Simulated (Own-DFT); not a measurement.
Simulation results for SiGe$_{3}$ (diamond lattice with Si and Ge gathered in clusters, atoms displaced)

All values are calculated (Own-DFT development build). A calculation, not a measurement: plane-wave density functional theory by an unreviewed code, no spin, of a simulated periodic cell, stress positive in tension, run twice, with PBE and with PBEsol, both on files made for PBE, so the change isn't that of files made for PBEsol; forces on such cells passed a denser k mesh, this cell's mesh not checked; the far tail of each file's local potential was reset to the Coulomb form; each entry is a single point on an unrelaxed cell, so the pressure reflects the starting lattice, mostly measured values (interpolated for alloys), from which strain is counted, and rises with the displacements; printed positions are rounded, which can move forces by about a meV/angstrom; the program, named Own-DFT, is a retired in-house code; no spin-orbit coupling; stress was not checked against mesh or cutoff.

```cif
# cell vector a (Å): 11.2025 0.0000 0.0000
# cell vector b (Å): 0.0000 11.2025 0.0000
# cell vector c (Å): 0.0000 0.0000 11.2025
data_SiGe3
_symmetry_space_group_name_H-M 'P 1'
_symmetry_Int_Tables_number 1
_cell_length_a 11.2025
_cell_length_b 11.2025
_cell_length_c 11.2025
_cell_angle_alpha 90.000
_cell_angle_beta 90.000
_cell_angle_gamma 90.000
_cell_volume 1405.87
loop_
_atom_site_label
_atom_site_type_symbol
_atom_site_fract_x
_atom_site_fract_y
_atom_site_fract_z
_atom_site_occupancy
Ge1 Ge 0.99734 0.00144 0.99769 1
Ge2 Ge 0.00286 0.24987 0.25354 1
Ge3 Ge 0.25001 0.00018 0.25220 1
Ge4 Ge 0.25413 0.25406 0.99899 1
Ge5 Ge 0.12766 0.12809 0.12489 1
Ge6 Ge 0.11993 0.37019 0.37357 1
Ge7 Ge 0.37474 0.12274 0.37841 1
Ge8 Ge 0.37764 0.37235 0.12294 1
Ge9 Ge 0.00057 0.99829 0.49737 1
Ge10 Ge 0.99887 0.25108 0.74921 1
Ge11 Ge 0.25247 0.99971 0.74904 1
Ge12 Ge 0.25160 0.24868 0.49645 1
Ge13 Ge 0.12570 0.13044 0.62124 1
Ge14 Ge 0.12964 0.37354 0.88159 1
Ge15 Ge 0.37802 0.12612 0.87955 1
Ge16 Ge 0.37495 0.37512 0.62873 1
Ge17 Ge 0.00029 0.50100 0.99806 1
Ge18 Ge 0.00262 0.74878 0.25102 1
Ge19 Ge 0.24790 0.50116 0.25070 1
Ge20 Ge 0.25157 0.74979 0.00101 1
Ge21 Ge 0.12207 0.62700 0.12619 1
Ge22 Ge 0.12478 0.88011 0.37486 1
Ge23 Ge 0.37966 0.62466 0.37694 1
Ge24 Ge 0.37638 0.87848 0.12597 1
Ge25 Ge 0.99805 0.49838 0.49614 1
Ge26 Ge 0.99932 0.74933 0.75278 1
Ge27 Ge 0.24396 0.50254 0.75223 1
Ge28 Ge 0.25101 0.75098 0.50268 1
Ge29 Ge 0.12515 0.62481 0.63006 1
Si1 Si 0.13240 0.87348 0.87748 1
Ge30 Ge 0.37619 0.62728 0.87647 1
Ge31 Ge 0.37953 0.87462 0.62246 1
Si2 Si 0.50581 0.99957 0.99744 1
Ge32 Ge 0.49950 0.25318 0.24655 1
Ge33 Ge 0.74768 0.99951 0.25067 1
Ge34 Ge 0.75277 0.25031 0.00031 1
Si3 Si 0.62198 0.12802 0.12511 1
Ge35 Ge 0.62436 0.37426 0.37368 1
Ge36 Ge 0.87325 0.12635 0.37671 1
Ge37 Ge 0.87538 0.37667 0.12288 1
Ge38 Ge 0.49797 0.00045 0.49650 1
Ge39 Ge 0.49855 0.24582 0.75067 1
Si4 Si 0.74987 0.00074 0.74736 1
Ge40 Ge 0.76123 0.25027 0.49972 1
Si5 Si 0.62054 0.12287 0.62332 1
Si6 Si 0.62441 0.37636 0.87935 1
Si7 Si 0.87398 0.12663 0.87603 1
Ge41 Ge 0.87495 0.37269 0.62444 1
Ge42 Ge 0.49774 0.50011 0.00301 1
Ge43 Ge 0.50000 0.75204 0.24957 1
Ge44 Ge 0.74988 0.50111 0.24718 1
Si8 Si 0.74757 0.74697 0.00401 1
Si9 Si 0.62262 0.62522 0.12498 1
Si10 Si 0.62714 0.87335 0.38054 1
Ge45 Ge 0.87762 0.62672 0.37104 1
Si11 Si 0.87511 0.87462 0.12279 1
Ge46 Ge 0.50168 0.50168 0.50339 1
Si12 Si 0.50336 0.74965 0.75078 1
Ge47 Ge 0.75008 0.50356 0.75441 1
Ge48 Ge 0.74704 0.75263 0.50301 1
Si13 Si 0.62775 0.62398 0.62266 1
Si14 Si 0.61665 0.87155 0.87270 1
Si15 Si 0.87527 0.62713 0.87837 1
Si16 Si 0.87217 0.87673 0.62662 1
_calc_functional 'PBE, then PBEsol'
_calc_potential_files 'PseudoDojo norm-conserving, scalar-relativistic, standard set'
_calc_wave_cutoff 42  # hartree
_calc_occupations 'Fermi-Dirac'
_calc_smearing_width 0.1  # eV
_calc_k_mesh '3 x 3 x 3 centred on Gamma'
_calc_PBE_pressure 3.39  # GPa
_calc_PBE_stress_xx -3.33  # GPa
_calc_PBE_stress_yy -3.42  # GPa
_calc_PBE_stress_zz -3.4  # GPa
_calc_PBE_stress_yz -0.06  # GPa
_calc_PBE_stress_xz -0.04  # GPa
_calc_PBE_stress_xy 0.24  # GPa
_calc_PBEsol_pressure 0.68  # GPa
_calc_PBEsol_stress_xx -0.63  # GPa
_calc_PBEsol_stress_yy -0.72  # GPa
_calc_PBEsol_stress_zz -0.69  # GPa
_calc_PBEsol_stress_yz -0.07  # GPa
_calc_PBEsol_stress_xz -0.04  # GPa
_calc_PBEsol_stress_xy 0.22  # GPa
_calc_rms_change_of_force_components_from_PBE_to_PBEsol 0.038  # eV/angstrom
```

Force:
```
force element  PBE force x (eV/Å)  PBE force y (eV/Å)  PBE force z (eV/Å)  PBEsol force x (eV/Å)  PBEsol force y (eV/Å)  PBEsol force z (eV/Å)
           Ge               0.423              -0.386              -0.085                  0.451                 -0.343                 -0.049
           Ge              -0.918               -0.39              -0.954                 -0.881                 -0.372                 -0.915
           Ge               0.131               0.308                -0.4                  0.127                  0.298                 -0.383
           Ge              -0.006               -0.83               0.422                 -0.003                   -0.8                  0.409
           Ge              -0.191              -0.236              -0.142                 -0.185                 -0.225                 -0.127
           Ge               1.026               0.835               0.388                  0.987                  0.804                  0.371
           Ge               0.147               0.482              -0.977                   0.13                   0.46                  -0.94
           Ge              -0.656                0.84                0.53                 -0.636                  0.813                  0.508
           Ge              -0.622               0.254               0.878                 -0.565                  0.285                  0.807
           Ge               0.197              -0.254               0.697                  0.223                 -0.214                   0.63
           Ge              -0.225               0.074               0.196                 -0.181                  0.105                  0.155
           Ge               0.033                 0.7               0.342                  0.021                  0.666                  0.335
           Ge              -0.107              -0.802                0.43                 -0.099                 -0.772                  0.408
           Ge              -0.849               0.264              -0.899                 -0.817                  0.266                 -0.871
           Ge              -0.086              -0.764              -0.129                 -0.121                 -0.693                 -0.168
           Ge              -0.291               0.133              -0.167                 -0.283                  0.125                 -0.165
           Ge              -0.192               0.224               0.018                 -0.147                  0.177                   0.06
           Ge               -0.43               1.092              -0.385                 -0.385                  1.019                 -0.344
           Ge               0.284              -0.344               0.031                  0.271                 -0.334                  0.025
           Ge              -0.119               0.288               0.216                  -0.08                  0.241                  0.244
           Ge               0.469              -0.302              -0.339                  0.457                 -0.296                  -0.32
           Ge                0.23              -0.962               0.053                  0.223                 -0.926                  0.052
           Ge              -0.606               0.111              -0.156                  -0.59                   0.11                 -0.149
           Ge               0.258                 0.2              -0.465                  0.211                  0.154                 -0.408
           Ge               0.271               0.261               0.603                  0.261                  0.243                  0.581
           Ge              -0.198               0.728               0.302                 -0.147                  0.666                  0.256
           Ge               0.948              -0.421               0.308                  0.916                 -0.407                  0.301
           Ge               -0.17              -0.147              -0.301                 -0.155                 -0.137                 -0.288
           Ge              -0.582               0.128              -0.979                 -0.558                  0.123                 -0.938
           Si               -0.81                0.35              -0.362                 -0.789                   0.34                 -0.354
           Ge               0.143              -0.058              -0.572                  0.092                 -0.091                  -0.51
           Ge               0.023              -0.247               0.759                  -0.02                 -0.201                  0.695
           Si               -0.15               0.171               0.492                  -0.23                  0.178                  0.487
           Ge               0.109              -0.909               0.495                  0.073                 -0.838                  0.507
           Ge              -0.173              -0.173              -0.306                 -0.134                 -0.131                 -0.257
           Ge              -0.682              -0.223              -0.139                 -0.626                 -0.171                 -0.094
           Si               0.365              -0.602              -0.355                  0.394                 -0.541                 -0.301
           Ge               0.531               0.098               0.392                  0.516                  0.102                  0.372
           Ge                0.57              -0.724              -0.714                  0.561                 -0.691                 -0.683
           Ge                0.34              -0.187               0.418                  0.329                 -0.177                  0.407
           Ge               1.049              -0.291               0.337                  0.938                 -0.282                  0.325
           Ge               0.905               0.576               0.128                  0.802                  0.564                  0.134
           Si              -0.502               0.008               0.483                 -0.499                  0.013                  0.481
           Ge              -2.242              -0.292               0.377                 -2.132                 -0.259                  0.334
           Si               0.996               0.123               0.015                  0.928                  0.156                 -0.025
           Si              -0.034              -0.182               -0.45                 -0.036                 -0.178                 -0.437
           Si              -0.263              -0.407              -0.744                 -0.216                 -0.354                 -0.685
           Ge               0.105               1.072               0.608                  0.113                  1.029                  0.576
           Ge               0.764               0.159              -0.344                  0.669                  0.144                 -0.332
           Ge               0.715               0.005               0.246                  0.624                  0.005                  0.244
           Ge              -0.386                0.24              -0.065                 -0.337                  0.196                 -0.032
           Si              -0.093               0.437              -0.464                 -0.095                  0.433                 -0.459
           Si               0.289                0.17              -0.004                  0.232                  0.119                  0.042
           Si              -0.423                0.32              -0.779                 -0.417                  0.314                 -0.762
           Ge              -0.723              -0.007               0.519                 -0.689                 -0.017                  0.497
           Si              -0.317              -0.239                0.17                 -0.263                 -0.191                  0.211
           Ge               0.193              -0.311                 0.1                  0.149                 -0.335                  0.053
           Si              -0.082              -0.426              -0.626                 -0.168                 -0.433                 -0.631
           Ge              -0.171              -0.231              -0.088                 -0.136                  -0.26                  -0.12
           Ge               0.583              -0.246               0.026                  0.598                  -0.27                 -0.007
           Si              -0.295               0.366               0.888                 -0.251                  0.318                  0.827
           Si               1.536               0.305               0.256                  1.519                    0.3                  0.253
           Si              -0.344               0.207               0.112                 -0.288                  0.157                  0.066
           Si               0.303               0.062               0.157                  0.344                  0.012                  0.103
```
